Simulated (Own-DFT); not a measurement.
# Which arrangement is lower? C34N2Si36, 72 atoms

Calculated results; nothing here was measured. The program, named Own-DFT, is a retired in-house plane-wave density functional code that no person has reviewed. Each row is one single-point run on a periodic cell that was not relaxed, without spin or spin-orbit coupling.

Settings of every run: PBE; PseudoDojo norm-conserving scalar-relativistic files; cutoff 42 hartree; 4 x 4 x 3 k mesh centred on Gamma; Fermi-Dirac smearing of 0.1 eV.

Known limits: not probed for a lower state with spin; forces on such cells passed a denser k mesh, each cell not checked; stress not checked against mesh or cutoff.

All cells hold the same atoms in the same cell, with vectors in Å (9.248, 0.000, 0.000); (-4.624, 8.009, 0.000); (0.000, 0.000, 10.068). Every atom was moved at random from its ideal site; u is the rms move along one axis. The defect's site can differ from row to row. E is the free energy of the cell above the lowest run. The arrangements:

- A: 4H SiC, with two N on a C site each, 3.1 Å apart
- B: 2H SiC, with two N on a C site each, 3.1 Å apart

```
arrangement,u (Å),E (eV),P (GPa)
A,0.0293,0.000,2.68
A,0.0302,0.090,2.72
A,0.0302,0.075,2.75
A,0.0491,3.900,4.18
A,0.0497,3.235,3.70
A,0.0537,5.382,4.46
B,0.0281,0.765,2.85
B,0.0295,0.923,2.93
B,0.0319,1.446,3.11
B,0.0513,5.496,4.48
B,0.0525,5.282,4.52
B,0.0552,6.235,4.62
```

Question: once the cost of the random moves is taken out, how do the arrangements rank?

## Worked answer

Fit E = a + b u², with one b for all and one a for each arrangement, and with residuals divided by u², since the noise grows with the moves. Then b = 2430 eV/Å², the scatter at u = 0.04 Å is 0.20 eV, and against A:

- B: 0.98 ± 0.09 eV (higher)

These are energies of unrelaxed cells. Relaxing the atoms lowers the strained arrangements most, so the gaps would shrink and small ones could change sign.
